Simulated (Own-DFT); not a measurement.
Si12O23 (quartz with two neutral oxygen vacancies, strained, atoms displaced) (calculated)

All values are calculated (Own-DFT development build). A calculation, not a measurement: plane-wave PBE and HSE06 DFT by an unreviewed code, no spin, of a simulated cell at Gamma alone, so results move with cell size and shape, stress positive in tension, energies less offsets, not probed for a lower state with spin; oxygen file: force components 24 meV/angstrom off all-electron in a glass; k mesh not checked against a denser one; forces and stress are PBE's, HSE06 gives the energy alone, and its difference from PBE has offsets of its own; offsets are fitted by least squares, one for each functional and potential file, so energies compare only between cells with the same atoms and settings and are not formation energies; the far tail of each file's local potential was reset to the Coulomb form; each entry is a single point on an unrelaxed cell, so the pressure reflects the starting lattice, mostly measured values (interpolated for alloys), from which strain is counted, and rises with the displacements; printed positions are rounded, which can move forces by about a meV/angstrom; the program, named Own-DFT, is a retired in-house code; no spin-orbit coupling.

Settings shared by all entries: first functional PBE; second functional HSE06; exact exchange share 0.25; screening 0.11 1/bohr; exchange divergence Gygi-Baldereschi; potential files PseudoDojo norm-conserving, scalar-relativistic, made for PBE, standard set; wave cutoff 48 hartree; occupations fixed; k mesh 1 x 1 x 1 centred on Gamma.

(1) Si12O23 (quartz with two neutral oxygen vacancies, strained, atoms displaced)

```
Si12O23
1.0
      9.9750     0.0092     0.0235
     -4.9795     8.4777     0.1513
      0.0258     0.2072    10.8238
Si O Si O Si O Si O Si O Si O Si O Si O
3 6 3 6 3 6 3 6 3 6 3 6 3 6 3 4
Direct
  0.23919 0.00502 0.99962
  0.99767 0.22334 0.32911
  0.26773 0.26842 0.16806
  0.21021 0.13635 0.06147
  0.42603 0.29674 0.23131
  0.36703 0.06767 0.39729
  0.07482 0.36965 0.43821
  0.13580 0.21223 0.27238
  0.29587 0.42649 0.10739
  0.23158 0.99730 0.49400
  0.99632 0.23518 0.83757
  0.26175 0.26082 0.66459
  0.20131 0.13118 0.56180
  0.42863 0.29682 0.72438
  0.35600 0.07034 0.89399
  0.07474 0.36698 0.94318
  0.13451 0.21120 0.77285
  0.29428 0.42243 0.60593
  0.23675 0.50131 0.00221
  0.00009 0.73530 0.33502
  0.26772 0.76719 0.16886
  0.20298 0.63235 0.05861
  0.42273 0.78784 0.22056
  0.37027 0.57430 0.39606
  0.07246 0.86443 0.44180
  0.13303 0.70963 0.27292
  0.29102 0.92755 0.10253
  0.23955 0.49729 0.49948
  0.99918 0.72882 0.83253
  0.25944 0.76092 0.66322
  0.20915 0.63429 0.55776
  0.42865 0.79303 0.72395
  0.35945 0.57283 0.89371
  0.07394 0.86526 0.94267
  0.13433 0.70933 0.77479
  0.29266 0.92213 0.60891
  0.73754 0.00273 0.00177
  0.49343 0.23707 0.33682
  0.76530 0.26330 0.16498
  0.70064 0.13427 0.06017
  0.92475 0.29003 0.22652
  0.86740 0.07446 0.39623
  0.57640 0.36866 0.44005
  0.63267 0.20334 0.26514
  0.79331 0.42647 0.10368
  0.73432 0.99955 0.49978
  0.50236 0.23488 0.83314
  0.76628 0.26635 0.66939
  0.70417 0.13104 0.56390
  0.92801 0.29325 0.72749
  0.86976 0.08052 0.89267
  0.57948 0.37189 0.93744
  0.62930 0.20341 0.77297
  0.79088 0.43237 0.60568
  0.73418 0.49514 0.00289
  0.49974 0.73120 0.33074
  0.75592 0.76123 0.16604
  0.70656 0.63255 0.05949
  0.92709 0.79207 0.22429
  0.86375 0.57027 0.38917
  0.57338 0.86408 0.43746
  0.63648 0.70750 0.27709
  0.79458 0.92483 0.10791
  0.73004 0.50288 0.50112
  0.50108 0.73860 0.84234
  0.76683 0.76388 0.66827
  0.70896 0.63357 0.55816
  0.86210 0.57281 0.89108
  0.57063 0.86104 0.94655
  0.79032 0.92446 0.60646
```

- PBE energy of cell above offsets: -20.199 eV
- HSE06 less PBE above offsets: 0.279 eV
- PBE pressure: 5.88 GPa
- PBE stress xx: -3.23 GPa
- PBE stress yy: -7.93 GPa
- PBE stress zz: -6.48 GPa
- PBE stress yz: 7.05 GPa
- PBE stress xz: 2.32 GPa
- PBE stress xy: -0.96 GPa

Force:
```tsv
element	x (eV/Å)	y (eV/Å)	z (eV/Å)
Si	-4.455	-2.392	1.515
Si	-1.112	5.199	1.359
Si	0.984	-1.972	-0.962
O	-0.141	0.63	0.626
O	-0.839	0.449	-0.881
O	1.236	1.177	-1.921
O	0.497	-1.233	-1.031
O	1.029	-1.151	0.291
O	-0.218	1.752	-0.29
Si	-0.686	-0.161	4.902
Si	3.674	4.439	-2.033
Si	1.502	-0.389	1.824
O	0.996	-1.777	-1.698
O	0.027	-0.464	0.157
O	3.575	2.992	-3.96
O	-0.173	-0.384	-0.009
O	-1.318	-0.505	1.23
O	-0.13	1.58	-0.513
Si	-2.197	-0.556	0.581
Si	-0.443	0.045	-1.456
Si	-1.978	-1.233	-2.401
O	0.176	0.707	1.08
O	2.431	0.247	1.276
O	0.78	-0.618	-0.986
O	-0.664	-0.422	-0.321
O	0.205	-0.122	0.653
O	1.684	-0.669	1.979
Si	-3.215	-0.374	0.675
Si	-1.93	3.678	-0.263
Si	3.358	-1.144	1.73
O	0.436	-1.173	-0.636
O	-0.964	-0.182	0.26
O	1.108	0.042	-0.874
O	-0.125	-0.49	-0.711
O	0.583	-1.082	0.05
O	-2.139	3.186	-2.505
Si	-1.484	-0.426	-0.061
Si	4.326	-0.184	-0.478
Si	1.023	0.487	0.186
O	1.263	-1.429	-1.374
O	0.071	-0.126	-0.571
O	0.067	-1.927	0.026
O	-1.029	-1.163	-0.563
O	-3.843	-0.3	3.162
O	1.739	-0.502	1.803
Si	-2.073	-0.566	0.826
Si	-1.96	0.577	0.136
Si	0.219	0.21	-1.452
O	0.309	0.215	-0.1
O	-1.219	0.54	-0.731
O	-1.861	-4.58	2.335
O	-0.917	-1.838	-0.719
O	0.672	-0.359	0.363
O	1.389	-1.569	1.612
Si	-1.722	2.49	-1.708
Si	-0.382	2.266	0.371
Si	4.645	-1.126	-0.075
O	-0.189	-0.303	0.137
O	-1.396	0.102	-0.319
O	-0.554	-0.676	0.931
O	0.177	0.349	-0.31
O	-1.003	-0.858	0.842
O	-0.971	2.107	-0.934
Si	2.109	-0.667	-1.769
Si	1.527	-0.838	-5.088
Si	0.343	-1.329	3.389
O	-1.731	1.908	0.691
O	-0.057	-1.637	0.587
O	0.65	2.727	2.302
O	0.308	0.791	-0.179
```

(2) Si12O23 (quartz with two neutral oxygen vacancies, strained, atoms displaced)

```
Si12O23
1.0
      9.9475     0.0859    -0.0395
     -4.8993     8.3769     0.0063
     -0.0435    -0.0171    10.6929
Si O Si O Si O Si O Si O Si O Si O Si O
3 5 3 6 3 5 3 6 3 6 3 6 3 6 3 6
Direct
  0.24026 0.99858 0.99866
  0.00035 0.23087 0.33787
  0.26625 0.25769 0.16380
  0.20949 0.14127 0.05466
  0.43101 0.29656 0.21958
  0.35996 0.06715 0.39227
  0.07180 0.36776 0.44104
  0.13322 0.20754 0.27862
  0.23731 0.00457 0.49985
  0.00027 0.23674 0.83225
  0.26750 0.26763 0.66552
  0.20941 0.13345 0.55816
  0.42424 0.28692 0.72626
  0.35771 0.06811 0.89778
  0.07315 0.36537 0.94342
  0.13201 0.20816 0.77163
  0.29669 0.42832 0.60156
  0.24533 0.51153 0.00174
  0.99731 0.73472 0.33398
  0.26039 0.76575 0.17033
  0.43154 0.79779 0.22753
  0.35638 0.57070 0.39411
  0.07218 0.86473 0.44050
  0.13959 0.71089 0.27396
  0.29830 0.92913 0.10801
  0.23273 0.49677 0.49733
  0.99704 0.73436 0.83444
  0.26215 0.76530 0.66558
  0.19871 0.62750 0.56090
  0.42518 0.79121 0.72568
  0.36364 0.57326 0.89285
  0.07030 0.86229 0.93874
  0.13313 0.70860 0.77378
  0.29172 0.92304 0.60270
  0.73286 0.99776 0.99817
  0.50471 0.23809 0.33361
  0.76972 0.27018 0.16914
  0.70508 0.13387 0.06120
  0.92132 0.29674 0.22479
  0.86408 0.07075 0.39853
  0.57226 0.36324 0.43894
  0.63286 0.20100 0.27197
  0.79565 0.42256 0.10897
  0.73608 0.00323 0.49866
  0.49910 0.23466 0.83687
  0.76531 0.26871 0.66508
  0.70738 0.13933 0.56258
  0.92223 0.28884 0.72418
  0.86271 0.07450 0.89328
  0.57476 0.37043 0.93867
  0.63124 0.19993 0.77710
  0.79551 0.42985 0.60906
  0.73487 0.49585 0.00237
  0.50087 0.73266 0.33558
  0.76905 0.76583 0.16672
  0.69989 0.62355 0.06289
  0.92779 0.79868 0.22364
  0.86834 0.57761 0.38980
  0.56778 0.87056 0.44279
  0.62596 0.70290 0.27564
  0.79047 0.92484 0.11155
  0.73638 0.50401 0.49897
  0.49945 0.73494 0.83335
  0.76063 0.76719 0.66720
  0.70527 0.62881 0.56045
  0.92319 0.79214 0.72922
  0.86601 0.57146 0.89046
  0.56443 0.86086 0.93922
  0.62782 0.70875 0.77902
  0.79383 0.92666 0.61197
```

* PBE energy of cell above offsets: -19.850 eV
* HSE06 less PBE above offsets: -0.113 eV
* PBE pressure: 9.12 GPa
* PBE stress xx: -6.26 GPa
* PBE stress yy: -10.62 GPa
* PBE stress zz: -10.47 GPa
* PBE stress yz: -0.35 GPa
* PBE stress xz: 0.43 GPa
* PBE stress xy: 1.28 GPa

Force:
```tsv
element	x (eV/Å)	y (eV/Å)	z (eV/Å)
Si	-4.989	-1.812	2.737
Si	-1.636	1.111	-2.307
Si	-3.229	5.164	1.732
O	0.725	-4.177	-2.983
O	1.356	-0.256	1.213
O	1.644	2.191	-2.057
O	-1.027	-0.937	0.043
O	1.524	-0.502	-0.899
Si	0.081	-2.795	-0.922
Si	-0.101	-0.02	0.725
Si	-0.714	-0.633	1.025
O	-1.697	1.563	0.768
O	-0.172	0.453	-0.262
O	3.789	3.158	-4.537
O	0.252	1.278	0.389
O	0.847	-0.077	-0.573
O	0.931	-0.163	1.139
Si	-2.071	-2.317	4.654
Si	2.065	1.799	-1.731
Si	5.22	-1.754	-2.956
O	-1.241	-0.094	-0.444
O	2.124	1.476	-2.224
O	-0.053	1.095	0.905
O	-3.617	-1.237	2.918
O	-0.282	1.095	0.123
Si	-1.621	1.105	1.469
Si	1.286	-1.102	-1.543
Si	1.179	-1.572	1.11
O	-0.055	-0.118	-0.216
O	-1.032	0.271	-0.942
O	1.412	0.195	-1.975
O	0.804	2.622	2.729
O	-0.283	-0.131	0.316
O	-0.094	1.56	0.121
Si	-1.358	0.085	0.73
Si	-0.55	-3.538	-2.448
Si	-1.571	-4.797	-0.13
O	0.133	-0.611	-0.613
O	5.373	-0.203	3.479
O	1.566	0.631	-1.864
O	0.56	2.582	2.283
O	-0.944	0.164	0.961
O	-1.686	4.075	-1.816
Si	-2.276	-1.307	2.617
Si	1.06	-1.886	-0.963
Si	-0.282	-0.676	3.583
O	0.419	-2.491	-2.69
O	0.341	0.61	-0.159
O	0.594	-0.423	-0.523
O	-0.466	-0.146	0.636
O	-0.381	0.534	-0.222
O	-0.902	2.012	-1.138
Si	1.194	0.625	-1.253
Si	-2.772	0.247	0.195
Si	-2.656	-2.25	0.745
O	-0.436	1.278	0.693
O	1.736	0.003	0.867
O	-1.237	-2.761	1.15
O	0.825	0.191	0.513
O	3.577	-0.074	-1.412
O	-0.644	1.429	-1.197
Si	1.551	-2.182	-0.905
Si	-2.397	-0.883	-0.583
Si	1.419	-2.695	2.59
O	-1.978	2.116	1.033
O	-1.615	0.296	-1.382
O	-0.814	-1.654	1.355
O	0.926	2.856	2.624
O	3.882	-0.479	-2.303
O	-1.518	2.885	-1.998
```

(3) Si12O23 (quartz with two neutral oxygen vacancies, strained, atoms displaced)

```
Si12O23
1.0
      9.7134    -0.1535    -0.0371
     -4.9896     8.6128    -0.1303
     -0.0409    -0.1891    10.6243
Si O Si O Si O Si O Si O Si O Si O Si O
3 6 3 6 3 6 3 4 3 6 3 6 3 6 3 6
Direct
  0.23786 0.99808 0.00084
  0.00521 0.23308 0.33672
  0.26533 0.26392 0.17272
  0.20990 0.13856 0.05800
  0.43540 0.29884 0.23159
  0.36656 0.07370 0.38886
  0.07155 0.36609 0.44055
  0.14336 0.21198 0.27324
  0.29072 0.42822 0.10143
  0.24147 0.00572 0.50255
  0.99639 0.23151 0.83296
  0.26726 0.25926 0.66867
  0.20727 0.13357 0.55386
  0.43274 0.29580 0.73166
  0.35496 0.06189 0.89066
  0.06941 0.36504 0.94067
  0.13436 0.21088 0.77613
  0.29737 0.43135 0.60900
  0.23461 0.49932 0.00104
  0.00208 0.73950 0.33289
  0.26642 0.76441 0.16791
  0.20881 0.63359 0.06267
  0.42513 0.79559 0.23405
  0.36998 0.57191 0.39847
  0.07169 0.86295 0.43915
  0.13206 0.70369 0.27558
  0.29344 0.92148 0.10681
  0.23401 0.49647 0.49757
  0.99825 0.73717 0.83548
  0.25791 0.76459 0.66192
  0.20847 0.63636 0.55815
  0.36931 0.57395 0.89049
  0.06952 0.86227 0.93921
  0.29230 0.92800 0.60643
  0.73289 0.00195 0.00367
  0.50321 0.23710 0.32961
  0.76314 0.26575 0.16523
  0.70915 0.13031 0.05786
  0.93076 0.29519 0.22460
  0.86906 0.07768 0.39174
  0.57281 0.36190 0.44194
  0.63914 0.20737 0.26875
  0.79677 0.42424 0.10527
  0.74096 0.00292 0.49826
  0.49732 0.23286 0.83436
  0.76270 0.26719 0.66621
  0.70807 0.13989 0.55856
  0.92095 0.28618 0.72881
  0.86989 0.07074 0.89397
  0.57531 0.36548 0.94040
  0.63401 0.21271 0.77017
  0.80405 0.43276 0.61010
  0.73274 0.49880 0.00043
  0.50055 0.73422 0.33347
  0.76675 0.76257 0.17101
  0.70677 0.63342 0.05839
  0.92977 0.79549 0.22573
  0.86575 0.57521 0.39328
  0.57386 0.86808 0.44167
  0.63177 0.70946 0.27848
  0.79811 0.93091 0.11031
  0.73502 0.50081 0.50386
  0.49720 0.73442 0.83346
  0.76991 0.76906 0.66837
  0.71181 0.63105 0.55804
  0.92784 0.79378 0.72175
  0.86406 0.57001 0.89099
  0.57912 0.87331 0.94427
  0.63210 0.70465 0.77452
  0.79927 0.92654 0.60280
```

* PBE energy of cell above offsets: -18.482 eV
* HSE06 less PBE above offsets: -0.558 eV
* PBE pressure: 13.13 GPa
* PBE stress xx: -12.73 GPa
* PBE stress yy: -11.86 GPa
* PBE stress zz: -14.81 GPa
* PBE stress yz: -5.98 GPa
* PBE stress xz: -0.47 GPa
* PBE stress xy: -2.72 GPa

Force:
```tsv
element	x (eV/Å)	y (eV/Å)	z (eV/Å)
Si	-2.056	-0.169	2.185
Si	-1.85	0.755	-3.726
Si	2.326	3.722	-5.167
O	0.82	-1.514	-0.597
O	-2.295	1.309	-2.913
O	0.266	-0.034	-0.285
O	-1.318	-0.433	0.601
O	-3.081	-1.653	4.056
O	2.963	-2.65	3.756
Si	0.228	-2.188	-2.544
Si	-0.427	-0.335	0.722
Si	-2.459	3.303	-0.424
O	-1.264	1.145	0.707
O	-1.391	0.563	-1.872
O	2.425	2.684	-2.689
O	-0.775	0.358	0.391
O	1.94	-0.556	-1.021
O	0.76	-1.922	0.76
Si	-0.525	1.283	-1.999
Si	0.259	-3.888	-0.75
Si	-1.629	0.422	0.911
O	-0.204	-1.138	-1.643
O	1.151	0.559	-0.268
O	0.932	0.722	-1.832
O	0.302	3.543	3.178
O	0.399	0.052	-0.404
O	-0.195	1.075	-0.003
Si	0.909	2.003	3.279
Si	2.562	-3.454	-5.026
Si	0.06	0.855	6.179
O	0.384	-2.661	-2.746
O	-0.734	-1.669	1.313
O	-0.433	2.975	3.7
O	0.799	0.874	0.45
Si	6.074	0.366	0.11
Si	2.217	-2.426	1.872
Si	3.263	0.969	-1.56
O	-2.816	2.847	1.078
O	1.371	-0.439	0.973
O	0.568	-1.268	-0.267
O	-0.418	0.259	1.097
O	-2.895	-1.19	2.779
O	-0.771	1.222	-0.521
Si	-1.319	0.664	1.973
Si	1.015	-2.619	1.052
Si	0.855	2.016	-0.212
O	0.795	-2.782	-2.438
O	0.37	0.683	-0.62
O	-0.444	-0.868	0.407
O	-2.036	-1.524	0.376
O	-1.127	-1.199	1.649
O	-0.391	0.271	-0.208
Si	2.615	1.363	1.112
Si	-2.209	-0.57	1.745
Si	-2.973	2.168	-1.761
O	-0.58	-0.191	0.095
O	1.313	0.68	0.033
O	0.126	-0.008	-0.64
O	-0.641	0.059	0.501
O	3.185	-0.65	-1.572
O	0.497	-1.317	0.945
Si	3.093	-1.196	-0.938
Si	-1.999	1.779	-2.085
Si	-3.063	-0.919	-1.636
O	-2.675	2.556	1.581
O	2.576	0.878	1.49
O	0.053	0.105	-0.228
O	-3.294	-4.274	-2.3
O	0.789	0.181	-0.433
O	0.025	0.433	0.265
```
